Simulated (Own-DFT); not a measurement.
# One host, several defects: B20 RuSi

No measurement is shown. These are fixed-geometry runs of a retired plane-wave code named Own-DFT, which no person has reviewed; spin and spin-orbit coupling are neglected.

Settings: PBE; PseudoDojo norm-conserving scalar-relativistic files; cutoff 50 hartree; 5 x 4 x 5 k mesh centred on Gamma; cold (Marzari-Vanderbilt) smearing of 0.2 eV.

Limits (not all hold for every row): not probed for a lower state with spin; forces on such cells failed a check on a denser k mesh; stress not checked against mesh or cutoff.

All runs share one cell, with vectors in Å (4.709, 0.000, 4.709); (0.000, 9.417, 0.000); (-4.709, 0.000, 4.709) and a volume of 417.6 Å³. Atoms were moved at random from their sites; u is the rms move along one axis. The defect's site can differ from row to row.

| cell | formula | u (Å) | P (GPa) |
|---|---|---|---|
| no defect | Ru16Si16 | 0.0195 | 4.85 |
| no defect | Ru16Si16 | 0.0203 | 4.57 |
| no defect | Ru16Si16 | 0.0510 | 6.37 |
| one Ru on a Si site | Ru17Si15 | 0.0288 | 8.47 |
| one Ru on a Si site | Ru17Si15 | 0.0298 | 7.93 |
| one Ru on a Si site | Ru17Si15 | 0.0510 | 8.87 |
| one Si on a Ru site | Ru15Si17 | 0.0281 | 5.28 |
| one Si on a Ru site | Ru15Si17 | 0.0298 | 5.44 |
| one Si on a Ru site | Ru15Si17 | 0.0507 | 7.88 |
| one Si on a Ru site | Ru15Si17 | 0.0613 | ? |
| one Ru vacancy | Ru15Si16 | 0.0311 | 3.56 |
| one Ru vacancy | Ru15Si16 | 0.0512 | 4.13 |
| one Ru vacancy | Ru15Si16 | 0.0515 | 5.18 |
| one Si vacancy | Ru16Si15 | 0.0289 | 2.17 |
| one Si vacancy | Ru16Si15 | 0.0290 | 1.96 |
| one Si vacancy | Ru16Si15 | 0.0500 | 3.14 |

## Analysis

P = P0 + c u² + a shift for each defect gives P0 = 4.38 GPa, c = 779 ± 144 GPa/Å² and a scatter of 0.48 GPa. The shifts, and each times the cell's volume:

- one Ru on a Si site: 2.92 ± 0.39 GPa, 7.6 eV
- one Si on a Ru site: 0.71 ± 0.39 GPa, 1.9 eV (not resolved)
- one Ru vacancy: -1.71 ± 0.41 GPa, -4.5 eV
- one Si vacancy: -3.04 ± 0.39 GPa, -7.9 eV

Positive is outwards. The product with the volume (160.2 GPa Å³ to the eV) is nearly free of the cell's size; divided by the bulk modulus at the cell's pressure it gives the volume that the defect adds. The atoms around the defects weren't relaxed, which would change these numbers.

## Check

Question: what pressure belongs in the blank (one Si on a Ru site, u = 0.0613 Å)?

From the fit: 8.02 ± 0.65 GPa. DFT gave 7.05 GPa.
